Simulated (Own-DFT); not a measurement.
## Calculated data, GaP (zincblende, strained, atoms displaced)

A calculation, not a measurement: plane-wave PBE density functional theory by an unreviewed code, no spin, of a simulated periodic cell, stress positive in tension, free energy of the whole cell less one offset for each atom, forces on such cells passed a denser k mesh, this cell's mesh not checked; offsets are fitted by least squares, one for each functional and potential file, so energies compare only between cells with the same atoms and settings and are not formation energies; the far tail of each file's local potential was reset to the Coulomb form; each entry is a single point on an unrelaxed cell, so the pressure reflects the starting lattice, mostly measured values (interpolated for alloys), from which strain is counted, and rises with the displacements; printed positions are rounded, which can move forces by about a meV/angstrom; the program, named Own-DFT, is a retired in-house code; no spin-orbit coupling. Program: Own-DFT development build.

Common to all runs: functional PBE; potential files PseudoDojo norm-conserving, scalar-relativistic, standard set; wave cutoff 42 hartree; occupations Fermi-Dirac; smearing width 0.1 eV; hardware one NVIDIA H100; k mesh 3 x 3 x 3 centred on Gamma.

(1) GaP (zincblende, strained, atoms displaced)

```
GaP
1.0
     10.7347     0.1703    -0.1149
      0.1703    10.8707    -0.1038
     -0.1149    -0.1038    10.8112
Ga P Ga P Ga P Ga P Ga P Ga P Ga P Ga P
4 4 4 4 4 4 4 4 4 4 4 4 4 4 4 4
Direct
  0.98989 0.99404 0.00296
  0.00133 0.25100 0.24779
  0.24739 0.99748 0.24407
  0.25235 0.25479 0.00147
  0.12998 0.13148 0.11925
  0.12703 0.37472 0.36806
  0.37459 0.13141 0.37210
  0.37163 0.38845 0.13267
  0.00885 0.00524 0.49535
  0.00049 0.24693 0.74500
  0.24934 0.99853 0.74470
  0.25418 0.25435 0.49619
  0.12311 0.12271 0.63241
  0.13213 0.37103 0.87399
  0.37763 0.13027 0.87770
  0.37837 0.37494 0.62254
  0.98969 0.51046 0.00366
  0.99620 0.75187 0.25049
  0.24465 0.49604 0.25291
  0.24760 0.74796 0.99992
  0.12732 0.62667 0.12019
  0.12717 0.87481 0.37629
  0.37502 0.62677 0.36824
  0.37283 0.86588 0.11659
  0.00200 0.49533 0.50167
  0.99771 0.74271 0.74345
  0.24170 0.49805 0.74823
  0.25758 0.75346 0.50485
  0.12866 0.62508 0.61963
  0.12613 0.87199 0.87474
  0.37905 0.63007 0.87204
  0.37432 0.87578 0.62857
  0.49928 0.00146 0.99425
  0.49653 0.24159 0.25599
  0.74740 0.99998 0.24839
  0.75544 0.24437 0.00226
  0.61812 0.11995 0.12664
  0.63526 0.37709 0.37762
  0.87015 0.12640 0.38464
  0.87886 0.37354 0.11280
  0.50385 0.00088 0.50525
  0.49604 0.24203 0.75622
  0.75081 0.99255 0.75075
  0.75323 0.24944 0.50812
  0.62192 0.12065 0.62517
  0.62797 0.37565 0.87811
  0.87411 0.12647 0.87900
  0.86786 0.38440 0.61726
  0.50598 0.49496 0.99444
  0.49618 0.74967 0.25972
  0.74945 0.50922 0.25508
  0.74671 0.74428 0.00494
  0.63007 0.62546 0.13135
  0.62258 0.88083 0.38358
  0.88107 0.62377 0.36807
  0.87497 0.87945 0.12228
  0.49676 0.49858 0.50488
  0.49843 0.75350 0.74724
  0.75260 0.49611 0.74768
  0.74874 0.75043 0.49653
  0.61829 0.62147 0.62122
  0.61965 0.87267 0.88204
  0.87551 0.63329 0.87555
  0.86924 0.87351 0.62608
```

```
free energy of cell above offsets : -31.494 eV
pressure                          : 5.95 GPa
stress xx                         : -6.45 GPa
stress yy                         : -5.51 GPa
stress zz                         : -5.88 GPa
stress yz                         : -1.55 GPa
stress xz                         : -0.99 GPa
stress xy                         : 2.67 GPa
wall time                         : 506.1 s
```

Force:
| element | x (eV/Å) | y (eV/Å) | z (eV/Å) |
| --- | --- | --- | --- |
| Ga | 1.64 | 0.83 | -0.599 |
| Ga | -0.574 | -0.394 | 0.018 |
| Ga | 0.393 | -0.002 | 0.118 |
| Ga | 0.523 | 0.166 | 0.666 |
| P | -0.763 | -0.929 | 0.062 |
| P | -0.552 | -0.1 | 0.928 |
| P | -0.3 | -1.856 | 0.539 |
| P | 1.475 | -1.649 | -1.219 |
| Ga | -0.868 | -0.618 | 0.746 |
| Ga | -0.804 | 1.056 | 1.01 |
| Ga | -0.024 | 0.016 | 1.738 |
| Ga | -0.599 | -0.308 | 0.713 |
| P | 0.741 | 0.577 | -1.761 |
| P | -1.584 | 0.957 | -0.281 |
| P | -0.986 | -0.744 | -0.32 |
| P | -0.37 | -0.124 | 0.653 |
| Ga | 1.237 | -0.968 | -0.546 |
| Ga | 0.698 | 0.005 | -0.304 |
| Ga | -0.317 | 1.415 | 0.055 |
| Ga | -0.003 | -0.53 | -0.509 |
| P | -0.485 | 0 | 0.747 |
| P | 0.243 | -0.056 | -0.467 |
| P | -0.463 | -0.618 | 1.163 |
| P | 0.786 | 1.249 | 0.923 |
| Ga | 0.174 | 0.449 | -0.629 |
| Ga | 0.28 | 0.792 | 0.458 |
| Ga | 1.155 | 0.01 | 0.447 |
| Ga | -0.49 | -0.607 | -0.714 |
| P | -0.226 | 0.044 | -0.219 |
| P | -0.572 | 0.411 | -0.557 |
| P | -0.39 | -0.815 | -0.171 |
| P | 0.635 | 0.714 | -0.762 |
| Ga | -0.639 | -0.461 | 0.978 |
| Ga | 0.68 | 1.847 | -0.524 |
| Ga | -0.028 | -0.035 | 0.826 |
| Ga | -1.385 | 0.21 | 0.411 |
| P | 0.636 | 0.742 | -0.441 |
| P | -1.02 | -0.297 | -0.303 |
| P | 0.796 | -0.058 | -1.613 |
| P | -0.453 | 0.601 | 1.637 |
| Ga | -1.568 | 0.211 | -0.263 |
| Ga | 0.721 | 1.019 | -0.551 |
| Ga | -0.655 | 0.522 | 0.966 |
| Ga | -1.201 | -0.181 | -0.104 |
| P | 0.928 | 0.902 | 0.804 |
| P | 0.615 | -1.09 | -1.054 |
| P | 0.316 | -0.631 | -1.448 |
| P | 1.662 | -1.066 | 0.711 |
| Ga | -0.954 | 1.18 | 1.185 |
| Ga | 0.605 | 0.593 | -0.903 |
| Ga | 0.494 | -1.814 | -0.426 |
| Ga | -0.095 | 0.611 | 0.14 |
| P | -1.197 | 0.331 | -0.686 |
| P | 0.358 | -0.576 | -1.531 |
| P | 0.075 | 0.546 | 1.108 |
| P | -0.682 | -0.846 | 0.693 |
| Ga | 0.013 | -0.304 | -1.158 |
| Ga | 0.411 | -0.649 | 0.633 |
| Ga | -0.917 | 1.1 | 1.053 |
| Ga | 0.047 | -0.782 | 0.386 |
| P | 1.098 | 0.862 | 0.44 |
| P | 0.995 | -0.169 | -1.08 |
| P | -0.516 | -0.637 | -0.885 |
| P | 1.252 | -0.058 | -0.928 |

(2) GaP (zincblende, strained, atoms displaced)

```
GaP
1.0
     10.9382     0.1438     0.1186
      0.1438    10.9362     0.1770
      0.1186     0.1770    10.8344
Ga P Ga P Ga P Ga P Ga P Ga P Ga P Ga P
4 4 4 4 4 4 4 4 4 4 4 4 4 4 4 4
Direct
  0.00377 0.00533 0.00195
  0.00182 0.25105 0.24996
  0.24501 0.00163 0.25061
  0.25436 0.24856 0.99419
  0.12557 0.12325 0.12373
  0.12783 0.37442 0.38158
  0.37596 0.12409 0.38150
  0.37717 0.37996 0.12213
  0.99542 0.00255 0.49307
  0.00356 0.23781 0.75101
  0.24615 0.00226 0.75198
  0.24468 0.24492 0.49212
  0.13210 0.11942 0.62083
  0.12223 0.37474 0.87744
  0.37684 0.12621 0.87729
  0.37067 0.37434 0.62560
  0.99865 0.49442 0.00230
  0.00907 0.76223 0.25443
  0.24320 0.49342 0.26273
  0.24977 0.74511 0.99934
  0.12845 0.61998 0.12482
  0.11478 0.87215 0.37707
  0.37631 0.62881 0.37367
  0.36602 0.87072 0.11875
  0.00390 0.49780 0.50535
  0.00416 0.75488 0.75251
  0.25717 0.49127 0.74607
  0.25323 0.74827 0.50251
  0.12441 0.63228 0.63012
  0.12425 0.88007 0.86346
  0.37679 0.62156 0.87464
  0.37430 0.87125 0.62861
  0.50879 0.00570 0.00083
  0.49542 0.25025 0.25297
  0.75525 0.99791 0.24950
  0.75276 0.25133 0.00254
  0.61643 0.13068 0.12556
  0.61938 0.37468 0.37428
  0.87321 0.13040 0.37478
  0.87756 0.36632 0.11608
  0.49610 0.99933 0.50382
  0.50298 0.24282 0.75530
  0.74620 0.00044 0.74801
  0.75569 0.24543 0.48894
  0.62345 0.12521 0.62351
  0.63094 0.36939 0.87064
  0.87631 0.11969 0.87932
  0.86822 0.37480 0.62119
  0.50822 0.50304 0.99537
  0.49666 0.74410 0.26278
  0.75726 0.50643 0.24906
  0.74763 0.76298 0.99414
  0.62288 0.62249 0.12375
  0.61826 0.87835 0.37566
  0.87223 0.61991 0.37508
  0.87152 0.86923 0.12063
  0.50495 0.49884 0.49873
  0.49857 0.74929 0.74871
  0.74688 0.49939 0.75393
  0.74443 0.75037 0.49658
  0.61861 0.62392 0.61939
  0.62682 0.87619 0.87568
  0.88081 0.63059 0.86865
  0.87404 0.87856 0.62350
```

```
free energy of cell above offsets : -32.402 eV
pressure                          : 3.4 GPa
stress xx                         : -3.16 GPa
stress yy                         : -3.17 GPa
stress zz                         : -3.87 GPa
stress yz                         : 2.24 GPa
stress xz                         : 1.89 GPa
stress xy                         : 1.83 GPa
wall time                         : 539.3 s
```

Force:
| element | x (eV/Å) | y (eV/Å) | z (eV/Å) |
| --- | --- | --- | --- |
| Ga | -0.025 | -1.014 | 0.102 |
| Ga | 0.367 | 0.152 | -0.086 |
| Ga | 0.635 | -0.585 | 0.284 |
| Ga | -0.22 | 0.798 | 0.978 |
| P | 0.009 | 0.607 | 0.009 |
| P | -1.608 | -0.472 | -0.434 |
| P | -0.54 | -0.383 | -1.141 |
| P | -0.585 | -0.4 | 0.234 |
| Ga | 0.258 | 0.008 | 1.034 |
| Ga | -0.262 | 1.061 | -0.254 |
| Ga | 1.58 | 0.107 | -0.206 |
| Ga | 1.088 | 0.275 | 1.326 |
| P | -1.281 | 0.168 | -0.378 |
| P | 0.276 | -0.491 | -0.905 |
| P | -0.23 | -0.976 | -0.455 |
| P | 1.073 | -1.23 | -1.102 |
| Ga | 0.293 | 1.123 | -0.283 |
| Ga | -1.369 | -2.087 | -1.233 |
| Ga | 1.549 | 1.097 | -1.466 |
| Ga | -0.132 | 0.326 | -0.509 |
| P | -0.885 | 0.143 | 0.458 |
| P | 1.79 | 0.93 | 0.602 |
| P | -1.327 | -1.724 | 1.045 |
| P | 1.061 | 0.477 | 0.744 |
| Ga | -0.403 | 0.645 | 0.401 |
| Ga | -0.36 | 0.466 | -0.602 |
| Ga | -1.08 | 1.264 | 1.034 |
| Ga | -0.207 | 0.307 | 0.052 |
| P | 0.358 | -1.244 | -0.478 |
| P | -0.256 | -0.706 | 1.922 |
| P | -0.273 | -0.044 | -0.432 |
| P | -0.527 | 0.631 | -0.301 |
| Ga | -0.938 | -0.728 | 0.319 |
| Ga | -0.108 | 0.582 | -0.03 |
| Ga | -0.664 | 0.353 | -0.223 |
| Ga | -0.267 | -0.668 | -0.298 |
| P | 1.254 | -0.469 | 0.282 |
| P | 0.92 | -0.269 | -0.703 |
| P | 0.689 | -1.202 | -1.465 |
| P | -0.47 | 0.818 | 1.358 |
| Ga | 0.405 | -0.072 | 0.573 |
| Ga | -0.119 | 0.985 | -0.691 |
| Ga | 0.642 | 0.155 | 0.195 |
| Ga | -1.466 | 1.466 | 1.611 |
| P | 0.112 | -0.041 | -0.502 |
| P | -0.781 | 0.086 | 0.515 |
| P | -0.79 | 0.229 | -0.6 |
| P | 0.633 | -0.714 | 0.392 |
| Ga | -0.07 | -0.463 | 0.267 |
| Ga | 0.859 | 1.404 | -2.105 |
| Ga | -0.539 | -1.019 | -0.418 |
| Ga | 0.634 | -2.007 | 0.76 |
| P | 0.45 | 0.843 | -0.015 |
| P | 0.349 | -0.112 | -0.404 |
| P | 0.974 | 0.897 | 0.071 |
| P | 0.856 | 0.783 | 0.415 |
| Ga | -0.91 | 0.049 | 0.399 |
| Ga | 0.409 | -0.211 | 0.489 |
| Ga | 0.633 | 0.767 | -0.769 |
| Ga | 0.536 | 0.079 | 0.336 |
| P | 0.581 | 0.016 | 0.716 |
| P | -1.253 | 0.437 | -1.07 |
| P | -1.013 | -0.682 | 0.883 |
| P | -0.32 | -0.523 | -0.245 |

(3) GaP (zincblende, strained, atoms displaced)

```
GaP
1.0
     10.9522     0.0247    -0.0292
      0.0247    10.7537    -0.0289
     -0.0292    -0.0289    10.6957
Ga P Ga P Ga P Ga P Ga P Ga P Ga P Ga P
4 4 4 4 4 4 4 4 4 4 4 4 4 4 4 4
Direct
  0.99848 0.00106 0.00221
  0.00617 0.25719 0.25255
  0.25403 0.00344 0.25380
  0.24479 0.24173 0.00171
  0.12682 0.12337 0.11960
  0.13111 0.37552 0.37777
  0.36718 0.12933 0.37100
  0.37556 0.38446 0.12372
  0.00018 0.00443 0.50067
  0.00261 0.25146 0.74814
  0.24793 0.99782 0.75007
  0.24210 0.25164 0.50021
  0.13195 0.13003 0.62828
  0.12533 0.37965 0.86646
  0.38448 0.12097 0.87503
  0.36796 0.38023 0.61832
  0.00685 0.50415 0.99927
  0.99822 0.75367 0.24561
  0.25574 0.50093 0.25829
  0.25216 0.74338 0.00318
  0.12308 0.61779 0.12352
  0.11419 0.87771 0.38000
  0.37114 0.62779 0.37627
  0.37074 0.87762 0.13055
  0.00548 0.49892 0.50198
  0.99503 0.75760 0.75084
  0.25325 0.50171 0.74403
  0.24883 0.74772 0.50020
  0.12212 0.62245 0.61975
  0.12972 0.88269 0.86722
  0.37480 0.62068 0.87421
  0.37215 0.88709 0.62496
  0.49649 0.00782 0.00216
  0.50013 0.25124 0.25227
  0.75349 0.99922 0.25162
  0.74252 0.24890 0.00295
  0.62775 0.11979 0.11724
  0.62348 0.37837 0.37450
  0.87305 0.12560 0.38175
  0.87405 0.37553 0.12533
  0.49529 0.00700 0.50731
  0.49449 0.25371 0.75724
  0.74236 0.99995 0.74752
  0.74656 0.25548 0.49972
  0.62384 0.13099 0.61313
  0.62849 0.38222 0.88062
  0.88204 0.12057 0.87849
  0.87244 0.37488 0.62325
  0.49940 0.50378 0.99743
  0.49498 0.75072 0.24726
  0.74718 0.50749 0.25006
  0.75103 0.75913 0.00759
  0.62839 0.62396 0.12697
  0.62310 0.87799 0.37771
  0.87738 0.61782 0.37167
  0.88202 0.87269 0.12127
  0.50726 0.49982 0.49588
  0.50371 0.75660 0.74849
  0.74799 0.50331 0.75755
  0.75652 0.74856 0.49702
  0.62105 0.62339 0.62651
  0.62470 0.87899 0.86977
  0.87516 0.61918 0.87436
  0.87499 0.86546 0.62628
```

```
free energy of cell above offsets : -32.092 eV
pressure                          : 5.96 GPa
stress xx                         : -4.92 GPa
stress yy                         : -6.27 GPa
stress zz                         : -6.69 GPa
stress yz                         : -0.38 GPa
stress xz                         : -1.12 GPa
stress xy                         : -0.44 GPa
wall time                         : 512.4 s
```

Force:
| element | x (eV/Å) | y (eV/Å) | z (eV/Å) |
| --- | --- | --- | --- |
| Ga | 0.806 | -0.449 | -0.407 |
| Ga | -0.667 | -0.741 | -0.277 |
| Ga | -1.532 | -0.643 | -0.147 |
| Ga | 1.035 | 1.421 | -1.009 |
| P | -0.544 | -0.21 | 1.437 |
| P | -0.666 | 0.514 | -0.468 |
| P | 1.106 | 0.383 | 0.972 |
| P | -0.118 | -1.236 | -0.001 |
| Ga | -0.375 | -0.059 | 1.155 |
| Ga | -0.611 | -0.11 | 0.182 |
| Ga | 0.749 | 1.219 | -0.042 |
| Ga | 1.021 | -0.257 | 0.11 |
| P | -0.889 | -0.65 | -0.179 |
| P | 0.479 | -0.434 | 0.812 |
| P | -1.934 | 0.691 | -0.292 |
| P | 1.318 | -0.671 | 0.104 |
| Ga | -1.103 | -1.235 | -0.532 |
| Ga | 0.471 | -1.052 | 0.612 |
| Ga | -0.612 | -0.149 | -0.823 |
| Ga | -0.408 | 0.563 | -0.363 |
| P | 0.879 | 1.15 | 1.166 |
| P | 1.449 | -0.29 | -0.838 |
| P | 1.115 | 0.19 | 0.198 |
| P | 0.363 | -0.139 | -1.006 |
| Ga | -0.916 | -0.557 | -0.446 |
| Ga | 0.947 | -1.359 | 0.545 |
| Ga | -0.637 | 0.202 | 0.21 |
| Ga | -0.354 | 0.81 | 0.228 |
| P | 0.391 | 1.108 | 1.206 |
| P | -0.838 | -1.437 | 1.643 |
| P | 0.285 | 1.136 | -0.529 |
| P | 0.152 | -1.69 | -0.162 |
| Ga | 0.339 | -1.8 | 0.184 |
| Ga | -0.119 | -0.072 | -0.779 |
| Ga | -0.111 | -0.14 | -0.075 |
| Ga | 1.386 | 0.164 | -0.495 |
| P | -0.195 | 0.426 | 1.746 |
| P | 0.576 | -0.329 | -0.692 |
| P | 0.328 | 0.648 | -0.89 |
| P | 0.103 | 0.182 | -0.059 |
| Ga | -0.055 | -0.123 | -1.434 |
| Ga | 0.722 | 0.63 | -1.099 |
| Ga | 1.07 | 0.539 | -0.506 |
| Ga | 0.413 | 0.058 | -0.35 |
| P | -0.129 | 0.251 | 1.915 |
| P | -0.635 | -0.904 | -0.456 |
| P | -1.399 | 0.914 | -0.944 |
| P | 0.165 | 0.368 | 0.444 |
| Ga | 0.267 | -0.026 | 0.506 |
| Ga | 0.66 | -0.057 | 0.482 |
| Ga | 0.487 | -1.27 | 0.039 |
| Ga | -0.41 | -1.073 | -1.252 |
| P | -0.916 | 1.085 | -0.625 |
| P | -0.083 | -0.231 | -0.098 |
| P | 0.395 | 0.849 | 0.263 |
| P | -0.588 | 0.957 | 0.562 |
| Ga | -1.278 | 0.312 | 0.545 |
| Ga | -0.983 | -0.475 | -0.132 |
| Ga | 0.069 | -0.345 | -1.125 |
| Ga | -0.819 | -0.502 | -0.131 |
| P | 0.781 | 0.47 | -0.212 |
| P | -0.196 | -0.107 | 1.434 |
| P | 0.321 | 1.573 | 0.711 |
| P | -0.522 | 2.008 | -0.539 |
